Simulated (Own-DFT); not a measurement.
## Calculated data, Al3GaN4 (wurtzite random alloy, atoms displaced)

Computed with Own-DFT development build. A calculation, not a measurement: plane-wave density functional theory by an unreviewed code, no spin, of a simulated periodic cell, stress positive in tension, run twice, with PBE and with PBEsol, both on files made for PBE, so the change isn't that of files made for PBEsol, forces on such cells passed a denser k mesh, this cell's mesh not checked; the far tail of each file's local potential was reset to the Coulomb form; each entry is a single point on an unrelaxed cell, so the pressure reflects the starting lattice, mostly measured values (interpolated for alloys), from which strain is counted, and rises with the displacements; printed positions are rounded, which can move forces by about a meV/angstrom; the program, named Own-DFT, is a retired in-house code; no spin-orbit coupling; stress was not checked against mesh or cutoff.

Settings shared by all entries: functional PBE, then PBEsol; potential files PseudoDojo norm-conserving, scalar-relativistic, standard set; wave cutoff 42 hartree; occupations Fermi-Dirac; smearing width 0.1 eV; k mesh 4 x 4 x 3 centred on Gamma.

(1) Al3GaN4 (wurtzite random alloy, atoms displaced)

```cif
# cell vector a (Å): 9.3938 0.0000 0.0000
# cell vector b (Å): -4.6969 8.1352 0.0000
# cell vector c (Å): 0.0000 0.0000 10.0655
data_Al3GaN4
_symmetry_space_group_name_H-M 'P 1'
_symmetry_Int_Tables_number 1
_cell_length_a 9.3938
_cell_length_b 9.3937
_cell_length_c 10.0655
_cell_angle_alpha 90.000
_cell_angle_beta 90.000
_cell_angle_gamma 120.000
_cell_volume 769.21
loop_
_atom_site_label
_atom_site_type_symbol
_atom_site_fract_x
_atom_site_fract_y
_atom_site_fract_z
_atom_site_occupancy
Al1 Al 0.11104 0.23076 0.00112 1
Al2 Al 0.22535 0.11589 0.24835 1
N1 N 0.11847 0.22921 0.19030 1
N2 N 0.22395 0.11116 0.44243 1
Al3 Al 0.11237 0.22529 0.49824 1
Al4 Al 0.22987 0.11392 0.75119 1
N3 N 0.11347 0.22205 0.68621 1
N4 N 0.21922 0.11284 0.93443 1
Al5 Al 0.10780 0.55062 0.00300 1
Al6 Al 0.22488 0.44630 0.25142 1
N5 N 0.11333 0.55691 0.18601 1
N6 N 0.22628 0.44457 0.44180 1
Ga1 Ga 0.11048 0.54956 0.49687 1
Al7 Al 0.22288 0.44814 0.74689 1
N7 N 0.10807 0.55811 0.69183 1
N8 N 0.22326 0.44770 0.94490 1
Al8 Al 0.11312 0.89081 0.00053 1
Al9 Al 0.22323 0.78437 0.24729 1
N9 N 0.11447 0.89336 0.18723 1
N10 N 0.21917 0.78219 0.44145 1
Al10 Al 0.10803 0.88504 0.50141 1
Ga2 Ga 0.21938 0.78098 0.75040 1
N11 N 0.11818 0.89255 0.68640 1
N12 N 0.22014 0.77535 0.94075 1
Ga3 Ga 0.44403 0.22486 0.99942 1
Al11 Al 0.55349 0.10678 0.25031 1
N13 N 0.44457 0.22331 0.18655 1
N14 N 0.55172 0.10596 0.44442 1
Al12 Al 0.44714 0.22671 0.49842 1
Ga4 Ga 0.55160 0.11367 0.74794 1
N15 N 0.44278 0.23077 0.69038 1
N16 N 0.55275 0.10678 0.93970 1
Al13 Al 0.44216 0.55310 0.00313 1
Al14 Al 0.55187 0.43794 0.25086 1
N17 N 0.44571 0.55308 0.19166 1
N18 N 0.56294 0.45008 0.44178 1
Al15 Al 0.44552 0.55522 0.50056 1
Ga5 Ga 0.55701 0.44539 0.74343 1
N19 N 0.44557 0.55517 0.68839 1
N20 N 0.55271 0.43854 0.93836 1
Al16 Al 0.44840 0.88856 0.99873 1
Al17 Al 0.55243 0.77944 0.25183 1
N21 N 0.44048 0.88438 0.19200 1
N22 N 0.55118 0.77511 0.43913 1
Al18 Al 0.44404 0.89107 0.50654 1
Al19 Al 0.55994 0.78034 0.74955 1
N23 N 0.44668 0.89175 0.68987 1
N24 N 0.55758 0.78157 0.94420 1
Al20 Al 0.77635 0.21819 0.00056 1
Al21 Al 0.88969 0.11472 0.25211 1
N25 N 0.77159 0.21954 0.18751 1
N26 N 0.89264 0.11099 0.43714 1
Ga6 Ga 0.77781 0.22337 0.49542 1
Al22 Al 0.88762 0.11261 0.75246 1
N27 N 0.78127 0.22420 0.68796 1
N28 N 0.88297 0.10434 0.94036 1
Al23 Al 0.77072 0.55034 0.00600 1
Al24 Al 0.88114 0.44197 0.24984 1
N29 N 0.77365 0.55106 0.18569 1
N30 N 0.88603 0.43994 0.43710 1
Al25 Al 0.78138 0.55983 0.49787 1
Ga7 Ga 0.88589 0.44386 0.75167 1
N31 N 0.77957 0.55850 0.69087 1
N32 N 0.89789 0.44673 0.93529 1
Al26 Al 0.77873 0.89366 0.99724 1
Ga8 Ga 0.88503 0.77696 0.25363 1
N33 N 0.77307 0.88432 0.18899 1
N34 N 0.88759 0.77595 0.44225 1
Al27 Al 0.77876 0.88746 0.50072 1
Ga9 Ga 0.88460 0.78015 0.75111 1
N35 N 0.77389 0.88900 0.68981 1
N36 N 0.89180 0.77867 0.94433 1
```

The calculation gives: PBE pressure 5.1 GPa; PBE stress xx -4.18 GPa; PBE stress yy -4.98 GPa; PBE stress zz -6.15 GPa; PBE stress yz 0.31 GPa; PBE stress xz -0.41 GPa; PBE stress xy 0.2 GPa; PBEsol pressure 1.99 GPa; PBEsol stress xx -1.1 GPa; PBEsol stress yy -1.87 GPa; PBEsol stress zz -2.99 GPa; PBEsol stress yz 0.31 GPa; PBEsol stress xz -0.39 GPa; PBEsol stress xy 0.18 GPa; rms change of force components from PBE to PBEsol 0.066 eV/Å.

Force:
```csv
force element,PBE force x (eV/Å),PBE force y (eV/Å),PBE force z (eV/Å),PBEsol force x (eV/Å),PBEsol force y (eV/Å),PBEsol force z (eV/Å)
Al,0.596,-1.198,-0.39,0.593,-1.205,-0.393
Al,-0.116,-0.603,0.491,-0.125,-0.604,0.483
N,-0.914,-0.737,0.022,-0.91,-0.732,0.029
N,-0.209,0.226,-0.719,-0.204,0.214,-0.706
Al,0.551,-0.701,0.307,0.532,-0.691,0.301
Al,-1.515,-0.255,-0.742,-1.503,-0.258,-0.736
N,-0.565,0.163,0.806,-0.554,0.157,0.806
N,-0.609,-0.304,0.96,-0.481,-0.221,1.029
Al,0.251,1.271,-0.68,0.257,1.275,-0.698
Al,-0.237,0.487,-0.274,-0.25,0.497,-0.268
N,-0.643,-0.256,1.572,-0.642,-0.251,1.577
N,0.621,-0.474,-0.8,0.461,-0.381,-0.734
Ga,-0.556,1.289,0.591,-0.552,1.259,0.589
Al,-0.075,-0.42,0.506,-0.071,-0.425,0.515
N,1.417,-0.699,-0.52,1.253,-0.61,-0.56
N,0.141,-0.113,-1.135,0.138,-0.101,-1.136
Al,-0.032,-0.053,-0.473,-0.026,-0.043,-0.492
Al,-0.107,-1.016,0.542,-0.115,-1.037,0.548
N,-0.048,0.347,0.384,-0.181,0.274,0.437
N,0.93,-0.187,-0.781,0.945,-0.333,-0.732
Al,0.155,0.975,-0.24,0.134,0.963,-0.252
Ga,0.884,-0.555,0.414,0.845,-0.546,0.41
N,-1.65,1.004,0.01,-1.596,0.834,0.133
N,0.378,0.36,1.174,0.378,0.35,1.003
Ga,-0.05,-1.241,-0.455,-0.048,-1.204,-0.458
Al,-0.506,-0.08,0.118,-0.503,-0.074,0.118
N,0.388,-0.549,1.93,0.396,-0.554,1.724
N,-0.769,0.519,-1.159,-0.622,0.606,-1.103
Al,-0.186,-0.49,0.284,-0.167,-0.474,0.293
Ga,0.663,0.287,0.143,0.642,0.286,0.153
N,0.503,-1.689,-1.443,0.651,-1.549,-1.326
N,0.753,0.299,0.602,0.606,0.389,0.481
Al,0.46,0.458,-0.313,0.466,0.455,-0.325
Al,-0.025,0.988,0.003,-0.022,0.998,0.006
N,-0.118,0.263,0.206,-0.112,0.266,0.213
N,-0.441,-0.701,-0.458,-0.443,-0.694,-0.451
Al,0.115,0.372,-0.194,0.123,0.368,-0.197
Ga,-0.02,0.83,1.304,-0.014,0.793,1.288
N,-1.276,1.151,-0.04,-1.109,1.055,0.018
N,-0.158,2.288,0.369,-0.167,2.078,0.272
Al,-1.271,-0.373,0.27,-1.283,-0.375,0.264
Al,0.565,-0.644,-0.263,0.57,-0.654,-0.266
N,0.24,0.84,-0.531,0.238,0.837,-0.54
N,0.342,0.554,0.628,0.336,0.556,0.636
Al,-0.194,-0.923,-1.076,-0.191,-0.935,-1.083
Al,-1.105,-0.525,0.456,-1.1,-0.538,0.473
N,0.737,-0.847,0.072,0.591,-0.744,0.201
N,0.404,-0.98,-0.903,0.409,-0.981,-0.894
Al,-0.435,0.586,-0.676,-0.44,0.6,-0.693
Al,0.376,-0.62,-0.931,0.377,-0.613,-0.944
N,0.582,0.132,0.545,0.575,0.132,0.545
N,0.265,-0.527,0.156,0.125,-0.45,0.222
Ga,0.206,-0.898,0.821,0.2,-0.864,0.817
Al,0.628,0.183,-0.719,0.641,0.178,-0.716
N,0.05,-0.832,0.319,-0.096,-0.727,0.255
N,0.38,1.774,-0.061,0.381,1.776,-0.059
Al,0.871,0.643,-2.038,0.879,0.638,-2.075
Al,1.153,0.314,-0.644,1.168,0.316,-0.642
N,-0.09,-0.528,1.414,-0.102,-0.369,1.481
N,-0.867,1.425,-0.724,-0.715,1.306,-0.587
Al,0.356,-0.723,0.751,0.371,-0.731,0.754
Ga,0.304,0.235,-0.596,0.296,0.244,-0.573
N,0.033,0.112,-1.595,0.022,0.108,-1.417
N,-1.637,-1.108,2.592,-1.648,-1.105,2.375
Al,0.663,-1.59,0.978,0.674,-1.601,0.967
Ga,0.531,0.15,-1.073,0.509,0.15,-1.049
N,-0.74,1.453,0.014,-0.587,1.361,0.071
N,0.013,0.415,0.799,0.01,0.423,0.615
Al,-0.771,0.218,-0.368,-0.774,0.217,-0.378
Ga,1.398,0.168,0.536,1.37,0.144,0.538
N,-0.236,1.021,-0.483,-0.074,0.939,-0.42
N,-0.732,-0.362,0.409,-0.734,-0.367,0.257
```

(2) Al3GaN4 (wurtzite random alloy, atoms displaced)

```cif
# cell vector a (Å): 9.3938 0.0000 0.0000
# cell vector b (Å): -4.6969 8.1352 0.0000
# cell vector c (Å): 0.0000 0.0000 10.0655
data_Al3GaN4
_symmetry_space_group_name_H-M 'P 1'
_symmetry_Int_Tables_number 1
_cell_length_a 9.3938
_cell_length_b 9.3937
_cell_length_c 10.0655
_cell_angle_alpha 90.000
_cell_angle_beta 90.000
_cell_angle_gamma 120.000
_cell_volume 769.21
loop_
_atom_site_label
_atom_site_type_symbol
_atom_site_fract_x
_atom_site_fract_y
_atom_site_fract_z
_atom_site_occupancy
Al1 Al 0.10842 0.22264 0.00199 1
Ga1 Ga 0.21705 0.10930 0.24636 1
N1 N 0.10595 0.21936 0.18794 1
N2 N 0.21491 0.10506 0.44197 1
Ga2 Ga 0.11874 0.22153 0.49984 1
Ga3 Ga 0.22076 0.10254 0.75182 1
N3 N 0.11472 0.22033 0.68845 1
N4 N 0.22381 0.11324 0.94090 1
Al2 Al 0.11751 0.56047 0.99802 1
Al3 Al 0.22475 0.44762 0.24848 1
N5 N 0.11622 0.55552 0.19399 1
N6 N 0.21562 0.44025 0.44239 1
Ga4 Ga 0.10693 0.55750 0.49712 1
Al4 Al 0.22066 0.44583 0.75440 1
N7 N 0.10725 0.55422 0.68978 1
N8 N 0.21990 0.44226 0.94223 1
Al5 Al 0.10791 0.88503 0.99940 1
Al6 Al 0.22416 0.77843 0.25252 1
N9 N 0.10943 0.88923 0.19196 1
N10 N 0.21584 0.77401 0.44102 1
Al7 Al 0.11069 0.88424 0.49949 1
Al8 Al 0.22438 0.78238 0.74922 1
N11 N 0.11057 0.89257 0.68705 1
N12 N 0.21951 0.77953 0.94148 1
Al9 Al 0.44103 0.21212 0.00252 1
Ga5 Ga 0.55265 0.11133 0.24029 1
N13 N 0.43586 0.21991 0.19268 1
N14 N 0.56382 0.11528 0.43898 1
Al10 Al 0.44381 0.21858 0.50852 1
Al11 Al 0.55362 0.10991 0.75476 1
N15 N 0.44220 0.21998 0.68767 1
N16 N 0.55648 0.11672 0.93618 1
Al12 Al 0.44101 0.54844 0.99576 1
Al13 Al 0.56035 0.43974 0.25138 1
N17 N 0.44601 0.55758 0.19472 1
N18 N 0.55532 0.44247 0.44173 1
Al14 Al 0.43913 0.55690 0.50153 1
Ga6 Ga 0.55387 0.44413 0.75038 1
N19 N 0.45124 0.56501 0.69405 1
N20 N 0.55867 0.44797 0.93594 1
Ga7 Ga 0.44339 0.89024 0.99779 1
Al15 Al 0.55546 0.77683 0.25079 1
N21 N 0.44539 0.89189 0.19468 1
N22 N 0.55626 0.78159 0.43971 1
Al16 Al 0.44536 0.89025 0.49489 1
Al17 Al 0.55206 0.77661 0.75436 1
N23 N 0.44190 0.89225 0.69187 1
N24 N 0.55723 0.77588 0.94105 1
Al18 Al 0.78074 0.22240 0.99823 1
Al19 Al 0.89106 0.10714 0.24942 1
N25 N 0.77565 0.22424 0.19187 1
N26 N 0.88737 0.11394 0.43954 1
Ga8 Ga 0.77797 0.21461 0.50370 1
Al20 Al 0.88620 0.11627 0.74708 1
N27 N 0.77551 0.22154 0.69270 1
N28 N 0.89431 0.11399 0.94033 1
Al21 Al 0.77414 0.54998 0.00571 1
Ga9 Ga 0.88924 0.44393 0.24985 1
N29 N 0.77589 0.55528 0.19433 1
N30 N 0.89322 0.44510 0.44100 1
Al22 Al 0.77493 0.55831 0.49620 1
Al23 Al 0.89358 0.44954 0.75356 1
N31 N 0.77776 0.55552 0.69174 1
N32 N 0.89510 0.44401 0.93966 1
Al24 Al 0.77947 0.89459 0.99816 1
Al25 Al 0.89092 0.78200 0.25033 1
N33 N 0.77130 0.88502 0.19415 1
N34 N 0.89231 0.77680 0.44176 1
Al26 Al 0.77311 0.89172 0.49996 1
Al27 Al 0.88894 0.78173 0.75223 1
N35 N 0.78124 0.88712 0.68752 1
N36 N 0.88537 0.77304 0.93905 1
```

It finds PBE pressure 5.35 GPa; PBE stress xx -5.59 GPa; PBE stress yy -5.3 GPa; PBE stress zz -5.15 GPa; PBE stress yz -0.44 GPa; PBE stress xz 0.11 GPa; PBE stress xy -0.42 GPa; PBEsol pressure 2.21 GPa; PBEsol stress xx -2.49 GPa; PBEsol stress yy -2.16 GPa; PBEsol stress zz -1.98 GPa; PBEsol stress yz -0.42 GPa; PBEsol stress xz 0.12 GPa; PBEsol stress xy -0.44 GPa; rms change of force components from PBE to PBEsol 0.07 eV/Å.

Force:
```csv
force element,PBE force x (eV/Å),PBE force y (eV/Å),PBE force z (eV/Å),PBEsol force x (eV/Å),PBEsol force y (eV/Å),PBEsol force z (eV/Å)
Al,0.816,-0.086,-0.406,0.831,-0.087,-0.417
Ga,-0.162,0.094,1.322,-0.153,0.088,1.298
N,-0.472,1.108,-0.101,-0.308,1.027,-0.035
N,2.48,-0.474,-0.289,2.3,-0.358,-0.37
Ga,-1.643,-0.1,0.358,-1.612,-0.097,0.36
Ga,-0.551,1.609,-0.023,-0.545,1.584,-0.029
N,-1.38,0.948,1.603,-1.225,0.852,1.471
N,-0.22,-0.673,1.375,-0.23,-0.677,1.195
Al,-0.5,-0.609,0.852,-0.495,-0.606,0.858
Al,0.274,-0.773,0.728,0.275,-0.802,0.735
N,-0.02,0.999,-1.323,-0.172,0.914,-1.266
N,1.389,1.375,-1.153,1.231,1.265,-1.039
Ga,0.896,-0.848,0.875,0.87,-0.851,0.851
Al,0.364,-0.37,-1.158,0.384,-0.373,-1.168
N,0.834,0.745,1.351,0.831,0.751,1.172
N,0.181,0.316,-0.117,0.169,0.306,-0.11
Al,-0.627,0.565,0.32,-0.626,0.586,0.316
Al,-0.492,-0.151,-0.228,-0.507,-0.144,-0.236
N,0.447,-1.525,-0.993,0.455,-1.326,-0.927
N,1.205,2.045,-0.668,1.205,1.831,-0.598
Al,-0.817,0.556,0.116,-0.822,0.555,0.115
Al,-0.637,-0.718,-0.276,-0.635,-0.709,-0.273
N,0.457,-2.449,0.133,0.455,-2.236,0.201
N,-0.129,-0.376,-0.756,0.025,-0.286,-0.706
Al,-0.892,1.753,-0.276,-0.886,1.744,-0.278
Ga,0.312,0.651,2.047,0.315,0.636,2.015
N,0.98,1.237,-1.511,0.953,1.043,-1.389
N,-2.288,-1.197,0.223,-2.11,-1.094,0.138
Al,0.077,0.153,-2.212,0.062,0.164,-2.238
Al,-0.026,0.566,-1.6,-0.033,0.561,-1.602
N,0.983,-0.333,0.969,0.834,-0.258,1.107
N,0.747,0.024,1.044,0.761,-0.132,1.102
Al,0.374,0.774,1.07,0.362,0.777,1.063
Al,-1.633,0.382,0.574,-1.627,0.367,0.58
N,0.392,-0.689,-0.934,0.407,-0.69,-0.933
N,-0.743,-0.113,0.053,-0.753,-0.119,0.061
Al,0.671,-0.22,-0.18,0.676,-0.226,-0.176
Ga,0.533,0.039,-0.746,0.521,0.047,-0.716
N,-1.756,-0.953,-0.774,-1.596,-1.052,-0.712
N,-0.042,-1.279,2.437,-0.036,-1.288,2.227
Ga,0.497,-0.208,0.58,0.481,-0.199,0.569
Al,-0.372,-0.065,0.065,-0.378,-0.055,0.059
N,-0.033,-1.855,-0.537,-0.026,-1.644,-0.624
N,-0.3,-0.736,0.117,-0.299,-0.737,0.111
Al,-0.431,0.381,0.593,-0.432,0.371,0.598
Al,0.601,1.135,-0.751,0.599,1.161,-0.752
N,0.692,-0.357,-0.3,0.696,-0.352,-0.313
N,0,-0.065,0.037,-0.134,0.001,0.103
Al,-0.079,0.373,0.397,-0.09,0.358,0.398
Al,-1.383,0.443,0.514,-1.386,0.445,0.517
N,1.514,-0.987,-1.752,1.356,-0.894,-1.618
N,1.62,-1.659,-0.889,1.567,-1.473,-0.76
Ga,-0.695,1.868,-0.248,-0.67,1.831,-0.26
Al,1.533,-0.8,0.022,1.543,-0.812,0.012
N,-0.278,0.405,1.365,-0.295,0.419,1.18
N,-0.901,-0.39,-0.356,-0.896,-0.379,-0.365
Al,0.334,0.502,-0.945,0.354,0.494,-0.95
Ga,0.424,0.201,0.621,0.417,0.183,0.627
N,-0.23,0.687,-0.858,-0.072,0.614,-0.786
N,-2.348,-0.35,0.1,-2.17,-0.393,0.05
Al,0.922,-0.649,0.95,0.92,-0.657,0.946
Al,-0.938,-0.483,-0.769,-0.948,-0.499,-0.779
N,0.89,0.669,-0.601,0.738,0.585,-0.548
N,-0.63,0.239,0.766,-0.623,0.242,0.767
Al,0.413,-1.019,0.435,0.412,-1.01,0.44
Al,-0.26,-0.658,0.496,-0.259,-0.652,0.495
N,0.876,0.685,-0.956,0.872,0.677,-0.953
N,-1.104,0.453,-0.563,-1.103,0.464,-0.553
Al,1.385,-0.168,-0.076,1.39,-0.166,-0.08
Al,0.345,-0.937,-0.694,0.346,-0.929,-0.691
N,-1.475,0.799,0.69,-1.475,0.794,0.692
N,0.025,0.544,0.819,0.016,0.524,0.824
```
